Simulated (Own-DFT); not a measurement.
# Computed records: Si$_{23}$GeO$_{48}$ (quartz with substituted atoms, atoms displaced)

Computed with Own-DFT development build. A calculation, not a measurement: plane-wave PBE and HSE06 DFT by an unreviewed code, no spin, of a simulated cell at Gamma alone, so results move with cell size and shape, stress positive in tension, energies less offsets, not probed for a lower state with spin; oxygen file: force components 24 meV/angstrom off all-electron in a glass; k mesh not checked against a denser one; forces and stress are PBE's, HSE06 gives the energy alone, and its difference from PBE has offsets of its own; offsets are fitted by least squares, one for each functional and potential file, so energies compare only between cells with the same atoms and settings and are not formation energies; the far tail of each file's local potential was reset to the Coulomb form; each entry is a single point on an unrelaxed cell, so the pressure reflects the starting lattice, mostly measured values (interpolated for alloys), from which strain is counted, and rises with the displacements; printed positions are rounded, which can move forces by about a meV/angstrom; the program, named Own-DFT, is a retired in-house code; no spin-orbit coupling.

Settings shared by all entries: first functional PBE; second functional HSE06; exact exchange share 0.25; screening 0.11 1/bohr; exchange divergence Gygi-Baldereschi; potential files PseudoDojo norm-conserving, scalar-relativistic, made for PBE, standard set; wave cutoff 48 hartree; occupations fixed; k mesh 1 x 1 x 1 centred on Gamma.

(1) Si$_{23}$GeO$_{48}$ (quartz with substituted atoms, atoms displaced)

```
CELL_PARAMETERS angstrom
9.82680 0.00000 0.00000
-4.91340 8.51030 0.00000
0.00000 0.00000 10.81040
ATOMIC_POSITIONS crystal
Si 0.23588 0.00067 0.99835
Si 0.99306 0.21724 0.34003
Si 0.27550 0.26803 0.16473
O 0.19986 0.13390 0.05669
O 0.43141 0.28901 0.22090
O 0.37592 0.08577 0.39398
O 0.07328 0.36294 0.44996
O 0.13253 0.20703 0.26927
O 0.30542 0.43178 0.09864
Si 0.23547 0.00122 0.49787
Si 0.99815 0.23178 0.83975
Si 0.26842 0.26670 0.66263
O 0.19355 0.11701 0.56140
O 0.43083 0.28803 0.72160
O 0.35372 0.06600 0.89915
O 0.06772 0.36137 0.93807
O 0.12610 0.19737 0.77502
O 0.29316 0.42158 0.61362
Si 0.23901 0.49516 0.00748
Ge 0.99328 0.72174 0.33411
Si 0.25685 0.75638 0.16081
O 0.20908 0.63644 0.06330
O 0.43169 0.80148 0.22175
O 0.37203 0.57866 0.39485
O 0.08994 0.87556 0.43702
O 0.12850 0.69324 0.27244
O 0.29269 0.91696 0.11013
Si 0.23982 0.49684 0.50377
Si 0.00212 0.72786 0.83540
Si 0.27085 0.76558 0.66368
O 0.20212 0.62934 0.56382
O 0.43161 0.80005 0.71980
O 0.36636 0.57489 0.88707
O 0.07456 0.87596 0.94538
O 0.13470 0.71087 0.77001
O 0.29297 0.93011 0.61195
Si 0.74244 0.00653 0.00229
Si 0.49757 0.22255 0.33952
Si 0.75662 0.26863 0.16260
O 0.70442 0.13133 0.05132
O 0.93020 0.29658 0.22302
O 0.86553 0.07552 0.39292
O 0.56272 0.36221 0.43935
O 0.64693 0.21166 0.27240
O 0.79178 0.42356 0.10604
Si 0.73326 0.99633 0.50059
Si 0.50704 0.23539 0.82955
Si 0.77083 0.26397 0.67813
O 0.70027 0.13596 0.55556
O 0.93274 0.30132 0.73350
O 0.86889 0.06818 0.89729
O 0.56648 0.35945 0.93765
O 0.63114 0.20163 0.77055
O 0.79400 0.42943 0.61436
Si 0.72754 0.49440 0.00161
Si 0.49192 0.73518 0.33222
Si 0.76844 0.77018 0.16741
O 0.71012 0.62975 0.06603
O 0.92932 0.79839 0.22439
O 0.86783 0.58000 0.39711
O 0.58352 0.87667 0.44198
O 0.63106 0.70691 0.26989
O 0.78688 0.91972 0.10783
Si 0.73584 0.50636 0.49957
Si 0.50836 0.73492 0.83623
Si 0.76278 0.75585 0.65680
O 0.69797 0.63409 0.56861
O 0.91795 0.78730 0.73242
O 0.86465 0.57611 0.90442
O 0.57087 0.87149 0.93039
O 0.62454 0.70603 0.77237
O 0.79422 0.92823 0.61290
```

- PBE energy of cell above offsets: -12.743 eV
- HSE06 less PBE above offsets: -0.160 eV
- PBE pressure: 12.37 GPa
- PBE stress xx: -9.52 GPa
- PBE stress yy: -16.92 GPa
- PBE stress zz: -10.68 GPa
- PBE stress yz: 1.89 GPa
- PBE stress xz: 3.29 GPa
- PBE stress xy: -2.35 GPa

Force:
```tsv
element	x (eV/Å)	y (eV/Å)	z (eV/Å)
Si	-2.154	-1.417	6.105
Si	1.575	10.16	-4.985
Si	-2.53	-1.56	-0.442
O	0.591	0.462	0.698
O	2.074	-0.11	1.44
O	-4.07	-10.1	4.869
O	0.235	-1.383	-1.244
O	1.091	0.246	0.014
O	3.671	-2.393	4.5
Si	3.995	0.784	2.445
Si	1.557	-1.445	-2.382
Si	0.138	-5.887	3.262
O	-1.472	3.723	1.474
O	-0.674	0.172	-0.589
O	5.745	5	-6.284
O	1.37	3.835	3.882
O	1.64	0.828	-1.518
O	-0.817	3.761	-1.918
Si	-4.641	2.764	-6.789
Ge	3.487	11.34	-4.777
Si	1.103	3.136	5.909
O	1.393	-6.231	-5.311
O	-0.732	-0.685	0.432
O	-0.856	-2.327	1.503
O	-2.775	-2.959	-1.485
O	3.784	-0.924	-1.451
O	-2.25	3.797	-2.009
Si	-1.861	0.643	-0.094
Si	-2.384	2.855	1.188
Si	-1.069	1.171	1.024
O	0.795	-1.514	-1.631
O	2.075	-0.488	1.543
O	-1.439	-1.897	2.129
O	-1.599	-4.192	-2.418
O	0.966	-0.724	0.15
O	-0.029	0.459	-1.256
Si	-1.444	-3.978	-1.093
Si	4.597	10.17	-7.039
Si	6.973	-3.012	-0.753
O	-1.91	2.792	1.955
O	-0.194	-1.066	0.809
O	-2.227	-6.822	3.082
O	1.582	2.812	1.418
O	-4.537	-1.77	4.242
O	-1.273	3.041	-1.449
Si	1.467	4.17	3.638
Si	-3.541	-3.238	1.176
Si	-0.743	0.394	-5.476
O	1.371	0.45	1.308
O	0.534	-0.135	0.143
O	0.747	0.133	-1.06
O	0.39	1.394	1.333
O	0.491	-1.204	1.448
O	-0.872	0.597	-1.105
Si	-0.405	0.361	0.343
Si	2.706	3.268	-1.049
Si	0.166	-3.052	0.533
O	-1.063	0.169	0.003
O	-0.554	1.074	-0.995
O	-5.054	-11.29	6.18
O	-3.607	-5.369	-3.571
O	-1.004	-0.154	1.376
O	-0.979	2.974	-1.252
Si	-1.022	-4.117	2.365
Si	-6.053	0.787	-1.097
Si	-1.28	9.458	11.4
O	0.706	-9.295	-9.379
O	0.66	-0.477	-0.167
O	1.35	-0.061	-1.556
O	1.306	2.98	3.201
O	6.702	-0.953	-3.911
O	0.083	0.074	-0.981
```

(2) Si$_{23}$GeO$_{48}$ (quartz with substituted atoms, atoms displaced)

```
CELL_PARAMETERS angstrom
9.82680 0.00000 0.00000
-4.91340 8.51030 0.00000
0.00000 0.00000 10.81040
ATOMIC_POSITIONS crystal
Si 0.24291 0.00738 0.00212
Si 0.99746 0.22957 0.33222
Si 0.26382 0.26865 0.15717
O 0.20589 0.12936 0.05941
O 0.42326 0.29344 0.23324
O 0.36690 0.06342 0.39687
O 0.07759 0.37090 0.43765
O 0.13444 0.20019 0.27548
O 0.28678 0.42090 0.10462
Si 0.23882 0.99706 0.50164
Si 0.99611 0.23654 0.84232
Si 0.26152 0.26333 0.67084
O 0.21674 0.14347 0.55164
O 0.43535 0.29508 0.71997
O 0.36912 0.07617 0.89801
O 0.06530 0.36512 0.94659
O 0.13363 0.20905 0.78444
O 0.29349 0.43342 0.60378
Si 0.23749 0.50947 0.99216
Si 0.00223 0.73502 0.32821
Si 0.26665 0.76810 0.17452
O 0.20441 0.62007 0.06165
O 0.42086 0.79036 0.22908
O 0.38159 0.58225 0.38956
O 0.07160 0.87362 0.43977
O 0.13582 0.70525 0.26841
O 0.28149 0.92360 0.10624
Si 0.23077 0.49480 0.49779
Si 0.99483 0.74265 0.83476
Si 0.27917 0.77514 0.67816
O 0.21404 0.64170 0.55803
O 0.42750 0.79803 0.72600
O 0.37219 0.57463 0.89695
O 0.07353 0.86670 0.93708
O 0.13439 0.70545 0.78270
O 0.27632 0.92212 0.60051
Si 0.73341 0.00488 0.00677
Si 0.50257 0.23882 0.33693
Si 0.77165 0.26376 0.16864
O 0.71546 0.14108 0.05988
O 0.92718 0.29095 0.22748
O 0.86284 0.07363 0.39892
O 0.57447 0.36726 0.43338
O 0.61606 0.20125 0.28034
O 0.79490 0.42793 0.11386
Si 0.74391 0.00345 0.50063
Si 0.50345 0.23000 0.83633
Si 0.76427 0.26783 0.66806
O 0.70791 0.13564 0.55905
O 0.92936 0.29881 0.72421
O 0.85899 0.06541 0.89132
O 0.57911 0.36999 0.94646
O 0.62885 0.20295 0.77408
O 0.79397 0.42513 0.60529
Si 0.73944 0.49958 0.00437
Ge 0.50152 0.74196 0.33644
Si 0.75972 0.76095 0.16548
O 0.71090 0.63380 0.05974
O 0.92442 0.79492 0.22645
O 0.87262 0.57752 0.38839
O 0.56886 0.86493 0.43979
O 0.63068 0.71245 0.27270
O 0.79471 0.92708 0.11255
Si 0.73596 0.49802 0.50637
Si 0.50310 0.72805 0.83418
Si 0.76092 0.77306 0.66241
O 0.70617 0.63807 0.56481
O 0.92806 0.79480 0.73081
O 0.86802 0.57816 0.89073
O 0.56779 0.86689 0.94863
O 0.63279 0.70452 0.76179
O 0.79227 0.93234 0.61211
```

- PBE energy of cell above offsets: -13.676 eV
- HSE06 less PBE above offsets: -0.335 eV
- PBE pressure: 12.46 GPa
- PBE stress xx: -12.91 GPa
- PBE stress yy: -12.16 GPa
- PBE stress zz: -12.31 GPa
- PBE stress yz: 1.22 GPa
- PBE stress xz: -0.23 GPa
- PBE stress xy: 1.2 GPa

Force:
```tsv
element	x (eV/Å)	y (eV/Å)	z (eV/Å)
Si	-2.632	-3.733	-1.432
Si	2.639	0.846	0.875
Si	2.287	-2.874	5.093
O	-1.557	1.464	0.07
O	-1.653	0.206	-1.837
O	1.299	1.983	-1.628
O	-2.236	-3.057	-2.051
O	-0.931	0.285	-0.674
O	-1.466	3.726	-2.659
Si	-5.395	3.417	-5.341
Si	-0.539	-0.93	-2.619
Si	0.721	0.889	-1.753
O	-0.703	0.397	1.385
O	-0.392	-0.542	1.426
O	1.168	-0.169	-1.251
O	0.314	1.143	0.55
O	0.748	0.214	-0.793
O	1.967	-2.591	3.042
Si	0.83	-5.544	1.982
Si	-0.49	2.451	1.703
Si	0.568	-0.071	-5.744
O	-3.315	5.642	3.592
O	-2.111	2.721	-4.335
O	-4.803	-11.71	5.783
O	-0.268	-1.533	-1.525
O	-2.978	-1.529	3.043
O	2.217	-1.399	1.994
Si	1.587	5.86	-0.605
Si	4.152	-2.213	0.183
Si	-9.809	-3.064	-5.206
O	0.354	0.084	0.725
O	8.251	0.822	4.185
O	1.346	-0.532	-1.975
O	0.852	3.536	2.92
O	0.677	0.851	-0.876
O	5.652	-4.242	8.133
Si	2.395	-3.361	-1.454
Si	-6.356	-3.485	0.179
Si	-4.977	0.944	2.214
O	-1.545	0.624	-0.005
O	0.95	0.288	0.362
O	2.943	1.734	-3.691
O	0.901	4.366	4.627
O	9.544	-0.677	-5.511
O	0.701	-0.277	0.363
Si	-5.981	-2.053	1.886
Si	-3.079	3.541	0.138
Si	1.201	-1.843	-0.09
O	-0.021	0.039	0.274
O	0.77	-0.463	1.407
O	-0.196	0.55	0.336
O	-0.979	-2.418	-1.696
O	2.783	-0.423	-0.94
O	0.566	0.467	1.214
Si	1.084	1.097	-1.065
Ge	0.572	0.802	-3.962
Si	0.599	0.555	1.71
O	-0.757	-0.191	-0.535
O	0.285	-0.011	-0.434
O	-1.586	-2.598	2.507
O	1.991	9.404	9.013
O	6.602	-1.2	-3.291
O	-1.093	1.664	-1.24
Si	-1.873	2.372	-4.248
Si	-0.548	3.939	-0.215
Si	5.543	-0.707	0.867
O	1.141	-2.362	-2.403
O	-4.388	1.37	-4.161
O	-0.888	-2.043	1.477
O	0.254	-1.239	-1.434
O	-2.998	-1.15	3.654
O	0.088	1.937	-0.235
```

(3) Si$_{23}$GeO$_{48}$ (quartz with substituted atoms, atoms displaced)

```
CELL_PARAMETERS angstrom
9.82680 0.00000 0.00000
-4.91340 8.51030 0.00000
0.00000 0.00000 10.81040
ATOMIC_POSITIONS crystal
Ge 0.23553 0.99884 0.00234
Si 0.00241 0.23634 0.33497
Si 0.26486 0.25849 0.16961
O 0.20668 0.12695 0.06379
O 0.42268 0.29136 0.22677
O 0.35698 0.06457 0.39316
O 0.08404 0.35987 0.44078
O 0.13264 0.20530 0.28325
O 0.29378 0.43385 0.11332
Si 0.23108 0.99364 0.49909
Si 0.99568 0.23640 0.83745
Si 0.26753 0.26061 0.66912
O 0.21289 0.13769 0.56097
O 0.42040 0.29473 0.72383
O 0.36366 0.06903 0.88668
O 0.07166 0.36882 0.93453
O 0.13000 0.20325 0.77290
O 0.28777 0.42438 0.60477
Si 0.24280 0.50259 0.00435
Si 0.00611 0.73511 0.33506
Si 0.26917 0.77379 0.17022
O 0.20907 0.63619 0.05503
O 0.42684 0.79065 0.22679
O 0.36448 0.56392 0.39369
O 0.06942 0.86443 0.44422
O 0.13156 0.71416 0.27824
O 0.29590 0.92137 0.11024
Si 0.23997 0.49801 0.50480
Si 0.99884 0.73459 0.82385
Si 0.26887 0.76297 0.66196
O 0.20702 0.64201 0.55450
O 0.42485 0.79914 0.73835
O 0.36323 0.57247 0.89542
O 0.08204 0.87875 0.92775
O 0.13908 0.69831 0.77374
O 0.28707 0.92528 0.60273
Si 0.73294 0.99796 0.99064
Si 0.49730 0.23570 0.32924
Si 0.76603 0.25924 0.16261
O 0.71042 0.14139 0.06520
O 0.92010 0.28893 0.22856
O 0.86466 0.07518 0.39038
O 0.57535 0.36987 0.44398
O 0.64450 0.21049 0.27951
O 0.78491 0.42613 0.10992
Si 0.73745 0.00139 0.49978
Si 0.49721 0.23114 0.83289
Si 0.76793 0.26549 0.66669
O 0.69700 0.13327 0.55934
O 0.92866 0.29538 0.72850
O 0.86432 0.06486 0.88802
O 0.56870 0.35846 0.93539
O 0.62433 0.19727 0.77476
O 0.79587 0.42322 0.59557
Si 0.73393 0.50070 0.99870
Si 0.50734 0.73511 0.33284
Si 0.76661 0.75758 0.16145
O 0.71125 0.63276 0.06230
O 0.92274 0.79114 0.22812
O 0.86999 0.57514 0.39673
O 0.57436 0.86609 0.44350
O 0.63791 0.71593 0.27459
O 0.79521 0.92825 0.10396
Si 0.73983 0.50504 0.49387
Si 0.49499 0.74254 0.83193
Si 0.76959 0.76645 0.67076
O 0.71597 0.64476 0.56151
O 0.92562 0.79443 0.72600
O 0.85513 0.56434 0.89688
O 0.58200 0.86577 0.94559
O 0.63944 0.71358 0.76895
O 0.80479 0.93377 0.60796
```

- PBE energy of cell above offsets: -16.316 eV
- HSE06 less PBE above offsets: -0.368 eV
- PBE pressure: 11.91 GPa
- PBE stress xx: -13.62 GPa
- PBE stress yy: -8.6 GPa
- PBE stress zz: -13.51 GPa
- PBE stress yz: -2.21 GPa
- PBE stress xz: -2.05 GPa
- PBE stress xy: -1.4 GPa

Force:
```tsv
element	x (eV/Å)	y (eV/Å)	z (eV/Å)
Ge	3.755	-1.339	-1.332
Si	-2.08	-0.31	-0.523
Si	-4.38	1.411	0.054
O	-4.726	5.629	3.317
O	1.568	0.916	-0.25
O	1.862	2.531	-2.708
O	-1.285	1.218	1.241
O	3.282	-0.28	-2.823
O	1.961	-2.935	1.867
Si	-2.089	2.718	0.338
Si	2.502	-1.693	-2.23
Si	-5.721	0.459	-1.503
O	0.206	-1.934	-1.689
O	5.984	0.809	3.221
O	1.846	0.467	-1.826
O	1.009	2.306	3.055
O	-0.655	0.098	0.603
O	2.79	-1.745	4.205
Si	-3.527	-0.85	-1.085
Si	-6.304	0.902	1.654
Si	1.674	-6.596	1.087
O	-0.795	1.58	1.841
O	0.374	0.16	0.457
O	1.231	2.245	-1.227
O	-1.138	-0.865	-0.483
O	6.083	-0.65	-3.122
O	0.231	3.554	0.2
Si	-2.882	1.796	-3.18
Si	2.708	-1.549	3.426
Si	-1.97	2.057	1.399
O	1.485	-2.63	-1.842
O	-3.062	2.043	-4.349
O	2.05	1.915	-2.226
O	-4.197	-5.795	-3.319
O	-2.144	0.189	0.372
O	2.441	-1.72	2.994
Si	2.747	4.133	5.693
Si	3.063	-1.19	3.481
Si	-2.246	5.872	5.245
O	1.227	-7.173	-7.438
O	2.64	0.894	0.689
O	-0.133	-0.666	0.3
O	-1.393	-1.709	-1.994
O	-2.555	-0.274	0.457
O	0.503	-0.507	0.314
Si	-0.059	0.625	1.101
Si	-1.312	0.046	-2.186
Si	-1.854	-0.243	-0.186
O	1.166	-1.082	-0.328
O	-0.895	0.278	-0.751
O	0.248	0.919	-0.764
O	0.12	2.696	2.566
O	2.512	0.574	-1.687
O	0.511	-0.018	1.582
Si	-1.617	-3.867	2.039
Si	-3.756	-0.789	2.201
Si	-2.358	4.878	2.884
O	-1.247	-2.043	-2.541
O	2.056	0.069	0.871
O	1.929	1.148	-2.679
O	-0.503	-0.821	-0.301
O	3.323	-0.934	-1.865
O	0.146	-0.654	-0.201
Si	-2.134	-0.27	3.358
Si	5.909	-3.595	3.96
Si	-2.036	2.06	-3.394
O	0.765	-2.444	-1.973
O	2.233	0.791	0.149
O	3.659	4.154	-4.867
O	-4.18	-4.362	-2.582
O	-4.148	-0.775	3.344
O	-0.419	0.168	-0.11
```

(4) Si$_{23}$GeO$_{48}$ (quartz with substituted atoms, atoms displaced)

```
CELL_PARAMETERS angstrom
9.82680 0.00000 0.00000
-4.91340 8.51030 0.00000
0.00000 0.00000 10.81040
ATOMIC_POSITIONS crystal
Si 0.24455 0.00623 0.00062
Si 0.01019 0.24226 0.32473
Si 0.27286 0.27032 0.16615
O 0.19027 0.13231 0.06292
O 0.42897 0.28410 0.22718
O 0.35625 0.06697 0.38414
O 0.07696 0.36845 0.44067
O 0.12684 0.20270 0.27628
O 0.28450 0.41733 0.10486
Si 0.22160 0.98430 0.49246
Si 0.99871 0.22971 0.82814
Si 0.26306 0.27097 0.66122
O 0.20648 0.12786 0.55824
O 0.42997 0.29404 0.70919
O 0.37789 0.07190 0.88757
O 0.07817 0.37392 0.94157
O 0.13096 0.20274 0.76390
O 0.30244 0.42322 0.61074
Si 0.23251 0.50232 0.99853
Ge 0.99779 0.73177 0.33543
Si 0.26175 0.76330 0.16856
O 0.20837 0.63428 0.05534
O 0.42352 0.79428 0.23208
O 0.36456 0.57821 0.38917
O 0.07998 0.86998 0.43438
O 0.13921 0.71076 0.27373
O 0.28601 0.92762 0.10666
Si 0.24766 0.51417 0.50387
Si 0.99975 0.74395 0.83936
Si 0.25351 0.76112 0.66661
O 0.19582 0.63252 0.56842
O 0.42184 0.78364 0.72390
O 0.36074 0.57155 0.89547
O 0.08315 0.86360 0.93925
O 0.13360 0.70107 0.76832
O 0.30002 0.93027 0.61503
Si 0.73323 0.99969 0.00165
Si 0.50143 0.23433 0.32914
Si 0.76468 0.27408 0.16252
O 0.71392 0.12907 0.05896
O 0.93769 0.30361 0.22710
O 0.87047 0.07744 0.39129
O 0.57584 0.35775 0.43910
O 0.64780 0.21933 0.27327
O 0.79548 0.42353 0.11044
Si 0.73174 0.00098 0.49944
Si 0.49416 0.22906 0.83884
Si 0.75931 0.26434 0.67009
O 0.70348 0.13488 0.56303
O 0.92929 0.29725 0.72688
O 0.86921 0.07225 0.90307
O 0.58220 0.37714 0.94945
O 0.62900 0.20462 0.77175
O 0.79204 0.42803 0.61154
Si 0.73803 0.49990 0.99869
Si 0.50692 0.73671 0.33015
Si 0.76607 0.76870 0.16750
O 0.69990 0.62717 0.06179
O 0.91413 0.78600 0.23501
O 0.87503 0.58464 0.40172
O 0.56839 0.86152 0.44200
O 0.63586 0.70650 0.27035
O 0.79362 0.92739 0.11399
Si 0.73486 0.50305 0.49796
Si 0.50598 0.73610 0.83368
Si 0.77147 0.76523 0.67278
O 0.71027 0.63178 0.55396
O 0.92100 0.79595 0.73611
O 0.87201 0.56853 0.89261
O 0.56929 0.86877 0.94332
O 0.62527 0.70625 0.77250
O 0.80115 0.93508 0.60115
```

* PBE energy of cell above offsets: -13.079 eV
* HSE06 less PBE above offsets: -0.252 eV
* PBE pressure: 12.65 GPa
* PBE stress xx: -12.58 GPa
* PBE stress yy: -14.42 GPa
* PBE stress zz: -10.97 GPa
* PBE stress yz: 1.84 GPa
* PBE stress xz: 1.01 GPa
* PBE stress xy: -0.97 GPa

Force:
```tsv
element	x (eV/Å)	y (eV/Å)	z (eV/Å)
Si	-2.841	1.05	-0.821
Si	-5.05	-0.119	5.525
Si	-1.807	-2.704	2.074
O	2.664	-1.789	-1.815
O	-2.804	1.763	-3.557
O	0.943	0.464	-0.264
O	1.23	1.649	0.89
O	7.753	-0.424	-3.699
O	-0.207	2.702	-0.339
Si	6.988	9.668	6.622
Si	-0.222	1.539	2.507
Si	4.135	-7.935	0.778
O	-0.363	-0.2	-0.288
O	2.011	-0.755	4.019
O	-2.916	-5.075	3.872
O	-2.068	-4.141	-2.87
O	-1.076	-0.734	1.844
O	-3.781	8.864	-4.697
Si	1.771	-0.779	1.04
Ge	2.804	2.772	-4.274
Si	1.823	0.574	-2.232
O	-1.599	2.521	2.116
O	0.018	0.482	-1.18
O	0.833	-0.217	0.103
O	-5.173	-2.207	0.738
O	1.752	-1.476	-0.05
O	1.869	-0.951	1.843
Si	-2.111	-3.518	0.18
Si	3.49	-5.349	-3.042
Si	4.74	3.765	0.694
O	1.344	-3.466	-4.001
O	0.01	0.109	0.246
O	2.454	1.752	-1.786
O	0.243	3.54	2.942
O	-5.939	-0.779	5.125
O	-1.926	1.007	-2.652
Si	2.003	-2.772	0.379
Si	2.284	-3.032	3.46
Si	6.667	-6.711	2.353
O	-3.408	4.45	2.7
O	-3.248	0.603	-2.852
O	-0.975	-0.24	0.271
O	-0.109	1.43	0.624
O	-1.855	-1.353	1.454
O	-2.657	7.045	-3.966
Si	0.692	1.596	-1.574
Si	1.281	7.852	-5.135
Si	1.779	0.982	-1.261
O	0.038	-0.882	-0.752
O	-0.884	-0.366	-0.234
O	1.623	0.871	-2.339
O	-3.731	-6.322	-3.901
O	-1.113	-0.39	2.245
O	-0.637	0.973	-0.909
Si	2.616	3.505	2.486
Si	-1.466	0.363	0.809
Si	0.289	-1.853	-1.614
O	0.508	1.076	0.255
O	-1.586	2.155	-3.747
O	-2.648	-9.404	4.154
O	0.292	0.546	0.268
O	-0.995	-1.14	1.303
O	-0.839	1.552	-1.572
Si	2.085	-4.195	0.803
Si	-6.854	-0.19	1.696
Si	-5.826	0.219	-4.805
O	-2.493	4.058	3.314
O	2.651	1.097	0.848
O	-0.161	1.003	0.014
O	0.136	-0.636	-0.451
O	5.912	-0.603	-2.516
O	1.635	-2.89	2.603
```
